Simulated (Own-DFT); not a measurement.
## Calculated data, GaP (zincblende, strained, atoms displaced), GaN (wurtzite, strained, atoms displaced)

A calculation, not a measurement: plane-wave PBE density functional theory by an unreviewed code, no spin, of a simulated periodic cell, stress positive in tension, free energy of the whole cell less one offset for each atom, forces on such cells passed a denser k mesh, this cell's mesh not checked; offsets are fitted by least squares, one for each functional and potential file, so energies compare only between cells with the same atoms and settings and are not formation energies; the far tail of each file's local potential was reset to the Coulomb form; each entry is a single point on an unrelaxed cell, so the pressure reflects the starting lattice, mostly measured values (interpolated for alloys), from which strain is counted, and rises with the displacements; printed positions are rounded, which can move forces by about a meV/angstrom; the program, named Own-DFT, is a retired in-house code; no spin-orbit coupling. Program: Own-DFT development build.

Settings shared by all entries: functional PBE.

```yaml
- entry: 1
  formula: GaP
  kind: "zincblende, strained, atoms displaced"
  structure:
    cell_angstrom: [[10.862, 0.0, 0.0], [0.0, 10.862, 0.0], [0.0, 0.0, 10.9439]]
    atoms_fractional:
      - [Ga, 0.99841, 0.99541, 0.0107]
      - [Ga, 7.0e-05, 0.24903, 0.24506]
      - [Ga, 0.24383, 0.99639, 0.25232]
      - [Ga, 0.2519, 0.26653, 0.00148]
      - [P, 0.11102, 0.13388, 0.11762]
      - [P, 0.12161, 0.37639, 0.37247]
      - [P, 0.38069, 0.11561, 0.38532]
      - [P, 0.38874, 0.37693, 0.13015]
      - [Ga, 0.99616, 0.98996, 0.49505]
      - [Ga, 0.98605, 0.27035, 0.7516]
      - [Ga, 0.25023, 0.98294, 0.75675]
      - [Ga, 0.24793, 0.24108, 0.51234]
      - [P, 0.11878, 0.13203, 0.64004]
      - [P, 0.12546, 0.37079, 0.87662]
      - [P, 0.37278, 0.10343, 0.87652]
      - [P, 0.37724, 0.36321, 0.63063]
      - [Ga, 0.00346, 0.49252, 0.99941]
      - [Ga, 3.0e-05, 0.74825, 0.24439]
      - [Ga, 0.24363, 0.49979, 0.24673]
      - [Ga, 0.24873, 0.76404, 0.98754]
      - [P, 0.13039, 0.62709, 0.14254]
      - [P, 0.11803, 0.87581, 0.38717]
      - [P, 0.37502, 0.61828, 0.38059]
      - [P, 0.3627, 0.88014, 0.12771]
      - [Ga, 0.99868, 0.49953, 0.49894]
      - [Ga, 0.99463, 0.74673, 0.75234]
      - [Ga, 0.24872, 0.49703, 0.75244]
      - [Ga, 0.24133, 0.74888, 0.49953]
      - [P, 0.12992, 0.62435, 0.63469]
      - [P, 0.12586, 0.87708, 0.8689]
      - [P, 0.37138, 0.61572, 0.88236]
      - [P, 0.36713, 0.85766, 0.61996]
      - [Ga, 0.50303, 0.00426, 0.00928]
      - [Ga, 0.48856, 0.25382, 0.25084]
      - [Ga, 0.74964, 0.00321, 0.25022]
      - [Ga, 0.74824, 0.24255, 0.99137]
      - [P, 0.61692, 0.1166, 0.13104]
      - [P, 0.61064, 0.38219, 0.36681]
      - [P, 0.87514, 0.11934, 0.37726]
      - [P, 0.87604, 0.37143, 0.12282]
      - [Ga, 0.49182, 0.00058, 0.5081]
      - [Ga, 0.49885, 0.25365, 0.74245]
      - [Ga, 0.74663, 0.9931, 0.74218]
      - [Ga, 0.75613, 0.25524, 0.49702]
      - [P, 0.6275, 0.13314, 0.62121]
      - [P, 0.61741, 0.37181, 0.86241]
      - [P, 0.87962, 0.13496, 0.86781]
      - [P, 0.87468, 0.36897, 0.62412]
      - [Ga, 0.4982, 0.5091, 0.00431]
      - [Ga, 0.49888, 0.7577, 0.2512]
      - [Ga, 0.75698, 0.50426, 0.24902]
      - [Ga, 0.75415, 0.74587, 0.00486]
      - [P, 0.62857, 0.62583, 0.12586]
      - [P, 0.62798, 0.86972, 0.37978]
      - [P, 0.88519, 0.62057, 0.37594]
      - [P, 0.87951, 0.86967, 0.11351]
      - [Ga, 0.5005, 0.49776, 0.49824]
      - [Ga, 0.50691, 0.74795, 0.74265]
      - [Ga, 0.75866, 0.49403, 0.75055]
      - [Ga, 0.75116, 0.74836, 0.51011]
      - [P, 0.62326, 0.61621, 0.64498]
      - [P, 0.62922, 0.87117, 0.87139]
      - [P, 0.86345, 0.61611, 0.87726]
      - [P, 0.88474, 0.86755, 0.62173]
  settings:
    potential_files: "PseudoDojo norm-conserving, scalar-relativistic, standard set"
    "wave_cutoff [hartree]": 42.0
    occupations: Fermi-Dirac
    "smearing_width [eV]": 0.1
    hardware: "one NVIDIA H100"
    k_mesh: "3 x 3 x 3 centred on Gamma"
  results:
    "free_energy_of_cell_above_offsets [eV]": "-29.792"
    "pressure [GPa]": 4.26
    "stress_xx [GPa]": -4.56
    "stress_yy [GPa]": -4.3
    "stress_zz [GPa]": -3.91
    "stress_yz [GPa]": 0.41
    "stress_xz [GPa]": -1.18
    "stress_xy [GPa]": 0.71
    force_element: [Ga, Ga, Ga, Ga, P, P, P, P, Ga, Ga, Ga, Ga, P, P, P, P, Ga, Ga, Ga, Ga, P, P, P, P, Ga, Ga, Ga, Ga, P, P, P, P, Ga, Ga, Ga, Ga, P, P, P, P, Ga, Ga, Ga, Ga, P, P, P, P, Ga, Ga, Ga, Ga, P, P, P, P, Ga, Ga, Ga, Ga, P, P, P, P]
    "force_x [eV/angstrom]": [0.538, -0.655, -0.582, 0.762, 2.216, 0.584, -1.743, -2.196, -0.044, 2.036, 0.626, -0.209, -0.245, -0.195, 0.364, -1.259, -0.029, -0.167, 1.563, 0.35, -0.488, 0.854, -0.57, 1.233, 0.917, 0.317, 0.567, 0.225, -0.98, -2.445, -0.105, 0.974, -0.717, 1.0, 0.032, -0.753, 1.154, 2.235, 0.176, -0.864, 1.446, 0.175, 0.724, -1.304, -0.11, 0.73, -0.579, -0.549, 1.116, -0.384, -0.325, -0.914, -0.351, -0.1, -1.436, -0.853, -0.285, -1.38, -1.03, -0.307, 0.882, -0.43, 1.923, -1.134]
    "force_y [eV/angstrom]": [1.131, 0.282, 1.158, -1.974, -0.675, -0.961, 1.253, 0.89, 2.096, -1.901, 1.514, 0.203, -1.268, 0.987, 2.344, 2.018, 1.044, 0.552, -0.889, -1.657, 0.584, -0.843, 0.9, -0.61, -0.248, -0.643, -0.523, -1.227, -0.275, -0.674, 1.569, 1.412, -1.513, -1.925, -0.973, 0.491, 1.847, -0.582, 0.714, -0.003, -1.082, -2.209, 0.897, -0.442, -0.981, 0.616, -2.11, 2.133, -0.928, -0.736, -0.562, -0.036, 0.492, 0.678, 1.015, 0.073, 0.173, 0.317, -0.668, -1.063, -0.455, 0.188, 0.543, 0.525]
    "force_z [eV/angstrom]": [-2.291, 1.156, 0.503, 0.172, 0.52, 0.555, -1.494, -1.083, 1.58, 0.847, -1.887, -0.907, -0.439, -0.616, 0.058, -1.317, 0.633, 1.115, 1.263, 1.292, -3.294, -2.282, -0.701, -0.421, 0.781, 0.614, 0.058, -0.473, -0.757, 1.139, -0.84, 0.857, -1.11, 1.113, 0.155, 0.537, 0.261, 0.268, -0.478, -0.115, 0.539, 1.315, 0.098, -0.95, -0.017, 1.875, 0.494, -1.393, -0.419, 0.08, 0.061, -0.994, 0.447, 0.163, 0.05, 1.934, 1.46, 1.506, -0.052, -0.468, -2.594, 0.865, 0.424, 0.608]
    "wall_time [s]": 570.3
- entry: 2
  formula: GaN
  kind: "wurtzite, strained, atoms displaced"
  structure:
    cell_angstrom: [[12.756, 0.0, 0.0], [-4.7835, 8.2853, 0.0], [0.0, 0.0, 10.6552]]
    atoms_fractional:
      - [Ga, 0.09557, 0.2296, 0.00527]
      - [Ga, 0.16459, 0.11284, 0.25128]
      - ["N", 0.08501, 0.22067, 0.18676]
      - ["N", 0.16167, 0.10461, 0.44189]
      - [Ga, 0.08596, 0.22472, 0.49662]
      - [Ga, 0.17232, 0.11879, 0.74596]
      - ["N", 0.08126, 0.22755, 0.69299]
      - ["N", 0.1716, 0.11595, 0.93548]
      - [Ga, 0.0819, 0.55827, 0.99873]
      - [Ga, 0.16586, 0.44621, 0.25024]
      - ["N", 0.07938, 0.55334, 0.17814]
      - ["N", 0.17611, 0.45896, 0.43688]
      - [Ga, 0.08298, 0.56052, 0.49323]
      - [Ga, 0.16857, 0.43971, 0.75373]
      - ["N", 0.0897, 0.55398, 0.69009]
      - ["N", 0.16124, 0.44047, 0.94055]
      - [Ga, 0.07333, 0.88475, 0.00952]
      - [Ga, 0.16103, 0.78432, 0.24794]
      - ["N", 0.09071, 0.88856, 0.19181]
      - ["N", 0.16381, 0.77023, 0.43775]
      - [Ga, 0.09686, 0.89154, 0.49538]
      - [Ga, 0.1639, 0.77623, 0.74964]
      - ["N", 0.07729, 0.8847, 0.68959]
      - ["N", 0.16829, 0.77567, 0.94322]
      - [Ga, 0.33318, 0.22244, 0.99519]
      - [Ga, 0.4191, 0.11751, 0.24515]
      - ["N", 0.33151, 0.21153, 0.18712]
      - ["N", 0.41562, 0.11757, 0.44208]
      - [Ga, 0.3336, 0.22295, 0.50166]
      - [Ga, 0.41169, 0.10621, 0.75456]
      - ["N", 0.33725, 0.22809, 0.69064]
      - ["N", 0.42043, 0.10883, 0.94822]
      - [Ga, 0.33051, 0.5565, 0.99124]
      - [Ga, 0.41854, 0.44239, 0.24816]
      - ["N", 0.32993, 0.54486, 0.17911]
      - ["N", 0.42664, 0.43948, 0.44079]
      - [Ga, 0.33254, 0.55521, 0.49705]
      - [Ga, 0.42056, 0.44521, 0.7531]
      - ["N", 0.3302, 0.54675, 0.68786]
      - ["N", 0.42206, 0.44305, 0.93999]
      - [Ga, 0.33408, 0.89217, 0.0074]
      - [Ga, 0.41827, 0.77784, 0.24168]
      - ["N", 0.33707, 0.88586, 0.18797]
      - ["N", 0.41771, 0.77367, 0.43446]
      - [Ga, 0.33586, 0.88069, 0.50435]
      - [Ga, 0.41212, 0.77926, 0.75587]
      - ["N", 0.33211, 0.89306, 0.68591]
      - ["N", 0.42423, 0.78714, 0.93605]
      - [Ga, 0.57149, 0.21754, 0.99168]
      - [Ga, 0.66987, 0.11061, 0.2538]
      - ["N", 0.58621, 0.21678, 0.19408]
      - ["N", 0.66194, 0.11257, 0.43522]
      - [Ga, 0.58487, 0.22343, 0.49266]
      - [Ga, 0.6634, 0.1122, 0.74915]
      - ["N", 0.58284, 0.2167, 0.68386]
      - ["N", 0.66129, 0.11337, 0.93981]
      - [Ga, 0.57681, 0.54637, 0.99632]
      - [Ga, 0.66943, 0.4375, 0.24555]
      - ["N", 0.57964, 0.55671, 0.18697]
      - ["N", 0.66993, 0.45075, 0.43631]
      - [Ga, 0.58159, 0.56092, 0.50158]
      - [Ga, 0.6633, 0.44536, 0.74489]
      - ["N", 0.58584, 0.55194, 0.68209]
      - ["N", 0.6744, 0.45322, 0.94194]
      - [Ga, 0.57844, 0.88544, 0.00018]
      - [Ga, 0.66773, 0.78146, 0.2501]
      - ["N", 0.57782, 0.88606, 0.18846]
      - ["N", 0.66758, 0.77295, 0.44184]
      - [Ga, 0.58389, 0.88052, 0.50208]
      - [Ga, 0.67468, 0.77685, 0.7422]
      - ["N", 0.58392, 0.88468, 0.69397]
      - ["N", 0.67567, 0.7851, 0.94633]
      - [Ga, 0.83058, 0.22177, 0.00951]
      - [Ga, 0.91395, 0.10625, 0.25251]
      - ["N", 0.83576, 0.22805, 0.19064]
      - ["N", 0.91992, 0.11624, 0.43752]
      - [Ga, 0.83214, 0.2122, 0.50714]
      - [Ga, 0.90836, 0.10278, 0.74059]
      - ["N", 0.83538, 0.22343, 0.68203]
      - ["N", 0.92236, 0.10555, 0.93945]
      - [Ga, 0.82347, 0.5488, 0.0071]
      - [Ga, 0.91458, 0.43786, 0.24095]
      - ["N", 0.82569, 0.54874, 0.18586]
      - ["N", 0.92306, 0.4475, 0.43143]
      - [Ga, 0.83478, 0.56084, 0.49917]
      - [Ga, 0.91631, 0.44017, 0.74803]
      - ["N", 0.83692, 0.56156, 0.68514]
      - ["N", 0.91431, 0.43787, 0.94325]
      - [Ga, 0.83453, 0.89063, 0.99567]
      - [Ga, 0.91607, 0.77628, 0.25368]
      - ["N", 0.84429, 0.89268, 0.19329]
      - ["N", 0.91243, 0.77641, 0.44214]
      - [Ga, 0.82967, 0.89017, 0.49749]
      - [Ga, 0.92477, 0.77273, 0.74535]
      - ["N", 0.83716, 0.88693, 0.68716]
      - ["N", 0.91799, 0.78065, 0.9433]
  settings:
    potential_files: "PseudoDojo norm-conserving, scalar-relativistic, standard set with the stringent files for Ga"
    "wave_cutoff [hartree]": 96.0
    occupations: Gaussian
    "smearing_width [eV]": 0.01
    k_mesh: "3 x 4 x 3 centred on Gamma"
  results:
    "free_energy_of_cell_above_offsets [eV]": "-4.356"
    "pressure [GPa]": 2.49
    "stress_xx [GPa]": -6.34
    "stress_yy [GPa]": -5.26
    "stress_zz [GPa]": 4.13
    "stress_yz [GPa]": -0.09
    "stress_xz [GPa]": -1.06
    "stress_xy [GPa]": -0.96
    force_element: [Ga, Ga, "N", "N", Ga, Ga, "N", "N", Ga, Ga, "N", "N", Ga, Ga, "N", "N", Ga, Ga, "N", "N", Ga, Ga, "N", "N", Ga, Ga, "N", "N", Ga, Ga, "N", "N", Ga, Ga, "N", "N", Ga, Ga, "N", "N", Ga, Ga, "N", "N", Ga, Ga, "N", "N", Ga, Ga, "N", "N", Ga, Ga, "N", "N", Ga, Ga, "N", "N", Ga, Ga, "N", "N", Ga, Ga, "N", "N", Ga, Ga, "N", "N", Ga, Ga, "N", "N", Ga, Ga, "N", "N", Ga, Ga, "N", "N", Ga, Ga, "N", "N", Ga, Ga, "N", "N", Ga, Ga, "N", "N"]
    "force_x [eV/angstrom]": [-1.538, 0.827, -0.578, 0.666, -0.354, -1.299, 0.624, -0.009, -0.047, 0.033, 0.427, -1.064, 0.468, -0.807, -1.098, 0.887, 1.821, 4.008, -3.635, 1.157, -2.601, 0.09, 2.831, -0.525, 0.09, 0.884, -1.057, 0.645, 0.082, 0.77, 0.163, -3.524, 0.343, -0.375, -0.029, -2.853, 1.663, -0.301, 0.603, -1.98, -0.116, -0.584, -1.366, 0.215, -0.466, 0.875, 0.164, -1.856, 4.308, -0.436, -0.78, 1.942, -0.989, 0.873, -1.023, 0.792, 1.895, -2.015, 1.213, -0.125, 1.929, 1.879, -1.059, -2.805, 2.144, 0.427, 1.807, -0.75, -1.025, -1.002, -0.223, -2.055, 0.683, 0.445, 0.206, -0.103, -0.979, 1.341, -0.854, -0.985, 2.689, -0.076, 1.638, -1.162, 0.517, 0.223, -0.054, -0.6, 0.856, 0.517, -1.863, 1.15, 1.635, -2.428, 0.095, -0.089]
    "force_y [eV/angstrom]": [-1.299, -0.108, 0.239, 1.421, 0.676, -0.872, -1.363, -0.849, -0.656, 0.266, 0.534, -1.943, -1.626, 0.441, 0.216, 1.019, 0.776, -2.425, 1.401, 1.709, -0.937, -0.221, 1.942, 1.103, -0.475, -1.217, 1.27, -1.619, -0.028, 0.79, -0.658, -1.034, 0.016, -0.371, 0.835, 0.2, -0.02, 0.553, 1.199, -0.336, -1.122, -1.435, 0.464, 0.275, 1.185, -0.462, -0.768, -1.541, 2.447, -0.354, 0.25, -1.131, 0.752, -0.388, 0.705, -0.194, 2.508, 0.347, -0.089, -0.435, -1.182, -0.603, 0.719, -2.202, 1.128, -0.65, 0.833, 1.108, 0.971, -0.09, -0.002, -1.627, -0.831, 1.086, -2.506, -0.675, 1.644, 0.977, -0.525, 1.48, 1.514, 2.062, 1.261, -0.872, -1.026, 0.734, -1.681, 0.645, 0.408, -0.74, -0.505, 1.115, 0.086, 0.144, -0.373, -1.386]
    "force_z [eV/angstrom]": [-0.728, 0.244, 0.833, -0.748, 1.093, 0.619, -1.44, 0.067, -0.251, -0.499, 1.545, -0.69, 1.462, 0.157, -0.533, -0.672, -1.062, 0.805, -0.742, -0.914, 1.335, 0.707, -1.201, -0.772, 1.135, 1.424, -0.516, -0.77, 0.187, -0.433, -0.193, -2.363, 0.85, 0.303, 0.484, -1.004, 0.735, -0.379, 0.194, -1.293, -0.251, 1.144, 0.379, 0.061, -1.141, -1.018, 0.606, 0.057, 2.043, -0.307, -1.306, 0.629, 0.695, 0.658, 0.372, -0.269, 1.427, 1.281, -0.204, -0.039, -0.299, 0.597, 0.832, -1.84, 0.216, -0.418, -0.297, -1.048, 0.214, 1.673, -0.837, -1.4, -1.607, -0.303, -0.164, -0.038, -2.028, 2.098, 1.155, -0.32, -0.565, 1.533, 0.404, 0.276, -0.235, 0.689, 0.192, -0.898, 1.046, 0.57, -0.68, -0.82, 0.501, 1.708, -0.814, -0.887]
- entry: 3
  formula: GaP
  kind: "zincblende, strained, atoms displaced"
  structure:
    cell_angstrom: [[10.862, 0.0, 0.0], [0.0, 10.862, 0.0], [0.0, 0.0, 10.9361]]
    atoms_fractional:
      - [Ga, 0.99744, 0.00225, 0.00921]
      - [Ga, 0.99935, 0.25342, 0.24762]
      - [Ga, 0.2569, 0.99287, 0.25505]
      - [Ga, 0.24494, 0.24841, 0.99401]
      - [P, 0.12607, 0.12928, 0.11829]
      - [P, 0.1247, 0.37661, 0.3769]
      - [P, 0.38116, 0.12394, 0.37996]
      - [P, 0.36771, 0.36614, 0.11782]
      - [Ga, 0.99913, 0.99625, 0.5037]
      - [Ga, 0.99585, 0.25467, 0.74868]
      - [Ga, 0.24519, 0.00226, 0.74961]
      - [Ga, 0.24912, 0.2552, 0.49797]
      - [P, 0.12241, 0.12697, 0.62676]
      - [P, 0.128, 0.3768, 0.87112]
      - [P, 0.37212, 0.12063, 0.88037]
      - [P, 0.37321, 0.37561, 0.62524]
      - [Ga, 0.01582, 0.49585, 0.0058]
      - [Ga, 0.00252, 0.74066, 0.26045]
      - [Ga, 0.24827, 0.50261, 0.24829]
      - [Ga, 0.24985, 0.74739, 0.99572]
      - [P, 0.12196, 0.62224, 0.12155]
      - [P, 0.12598, 0.87317, 0.3717]
      - [P, 0.37965, 0.61563, 0.37822]
      - [P, 0.36666, 0.87308, 0.11985]
      - [Ga, 0.00043, 0.49606, 0.49799]
      - [Ga, 0.99822, 0.75071, 0.74521]
      - [Ga, 0.24953, 0.50191, 0.74881]
      - [Ga, 0.249, 0.74787, 0.50866]
      - [P, 0.12678, 0.62675, 0.62482]
      - [P, 0.12608, 0.87054, 0.8787]
      - [P, 0.37126, 0.6212, 0.87829]
      - [P, 0.37527, 0.87307, 0.62359]
      - [Ga, 0.51032, 0.00328, 0.00946]
      - [Ga, 0.50037, 0.24739, 0.25683]
      - [Ga, 0.74607, 0.00153, 0.2513]
      - [Ga, 0.75493, 0.24977, 0.00261]
      - [P, 0.6257, 0.12546, 0.12531]
      - [P, 0.6273, 0.37129, 0.38013]
      - [P, 0.86874, 0.12147, 0.3764]
      - [P, 0.87568, 0.3738, 0.12662]
      - [Ga, 0.50671, 0.99656, 0.50281]
      - [Ga, 0.49448, 0.24449, 0.75219]
      - [Ga, 0.75461, 0.99762, 0.75124]
      - [Ga, 0.76159, 0.2547, 0.50865]
      - [P, 0.61415, 0.13446, 0.62047]
      - [P, 0.61769, 0.36758, 0.87425]
      - [P, 0.87379, 0.11976, 0.87423]
      - [P, 0.87982, 0.37426, 0.62605]
      - [Ga, 0.50249, 0.49619, 0.00201]
      - [Ga, 0.49782, 0.75814, 0.25804]
      - [Ga, 0.74789, 0.50774, 0.24894]
      - [Ga, 0.74787, 0.7495, 0.00587]
      - [P, 0.62152, 0.62396, 0.13258]
      - [P, 0.63082, 0.86977, 0.37446]
      - [P, 0.87554, 0.6228, 0.37846]
      - [P, 0.87828, 0.8734, 0.12838]
      - [Ga, 0.5005, 0.50133, 0.4923]
      - [Ga, 0.50553, 0.75248, 0.74454]
      - [Ga, 0.75217, 0.50421, 0.75361]
      - [Ga, 0.75169, 0.7481, 0.49011]
      - [P, 0.62479, 0.62273, 0.62236]
      - [P, 0.62831, 0.87115, 0.87791]
      - [P, 0.86691, 0.62444, 0.88429]
      - [P, 0.87523, 0.87009, 0.6218]
  settings:
    potential_files: "PseudoDojo norm-conserving, scalar-relativistic, standard set"
    "wave_cutoff [hartree]": 42.0
    occupations: Fermi-Dirac
    "smearing_width [eV]": 0.1
    hardware: "one NVIDIA H100"
    k_mesh: "3 x 3 x 3 centred on Gamma"
  results:
    "free_energy_of_cell_above_offsets [eV]": "-33.646"
    "pressure [GPa]": 3.47
    "stress_xx [GPa]": -3.62
    "stress_yy [GPa]": -3.69
    "stress_zz [GPa]": -3.11
    "stress_yz [GPa]": -0.52
    "stress_xz [GPa]": -0.8
    "stress_xy [GPa]": -0.25
    force_element: [Ga, Ga, Ga, Ga, P, P, P, P, Ga, Ga, Ga, Ga, P, P, P, P, Ga, Ga, Ga, Ga, P, P, P, P, Ga, Ga, Ga, Ga, P, P, P, P, Ga, Ga, Ga, Ga, P, P, P, P, Ga, Ga, Ga, Ga, P, P, P, P, Ga, Ga, Ga, Ga, P, P, P, P, Ga, Ga, Ga, Ga, P, P, P, P]
    "force_x [eV/angstrom]": [0.327, 0.092, -0.406, 0.249, -0.017, -0.018, -0.733, 0.77, 0.135, 0.521, 0.361, 0.19, 0.04, -0.413, 0.395, 0.299, -1.969, -0.074, 0.398, -0.218, 0.917, 0.12, -1.291, 1.347, 0.253, -0.056, 0.263, 0.457, -0.845, -0.785, 1.081, 0.061, -1.23, -0.117, 0.408, -0.452, 0.478, 0.549, 0.938, -0.039, -0.322, -0.666, -0.991, -1.252, 1.764, 1.106, 0.471, -0.312, -0.491, -0.687, 0.211, -0.031, -0.478, -0.574, 0.081, -0.364, 0.568, -0.558, -0.571, -0.061, 0.374, -0.292, 1.579, -0.494]
    "force_y [eV/angstrom]": [-0.412, -0.756, 1.1, -0.043, -0.517, -0.132, -0.431, 0.701, 0.341, -0.79, -0.47, -0.628, 0.117, -0.268, -0.267, 0.184, -0.508, 0.599, -0.552, -0.311, 1.125, -0.149, 1.712, 0.084, 0.451, -0.434, -0.046, 0.084, -0.66, 0.691, 0.257, 0.574, -0.942, 0.414, -0.363, -0.061, 0.712, 0.367, 0.421, 0.804, -0.179, 0.279, 0.112, -0.795, -0.871, 0.513, 0.684, 1.229, -0.055, -0.848, -1.192, 0.022, 0.684, 1.052, -0.582, -0.273, -1.079, -0.432, -0.667, -0.3, 0.131, 0.527, -0.211, 0.252]
    "force_z [eV/angstrom]": [-0.826, 0.468, -0.461, -0.261, 1.449, -0.745, -0.055, 1.171, -0.535, 0.761, 0.299, 0.405, -0.42, -0.201, -0.314, -0.061, -0.981, -1.09, -0.238, 0.218, 1.145, 0.948, -0.788, 0.529, 0.493, 1.1, -0.131, -1.288, 0.192, -0.518, -0.539, 0.361, -1.11, -0.764, -0.393, -0.568, 0.81, -0.485, 0.17, -0.13, -0.25, 0.114, -0.628, -0.816, 0.586, 0.062, 0.259, 0.476, 0.088, -0.763, 0.426, 0.363, -0.603, 0.061, -0.223, 0.637, 1.351, 0.716, -0.037, 1.399, -0.255, -0.138, -0.411, -0.032]
    "wall_time [s]": 520.2
```
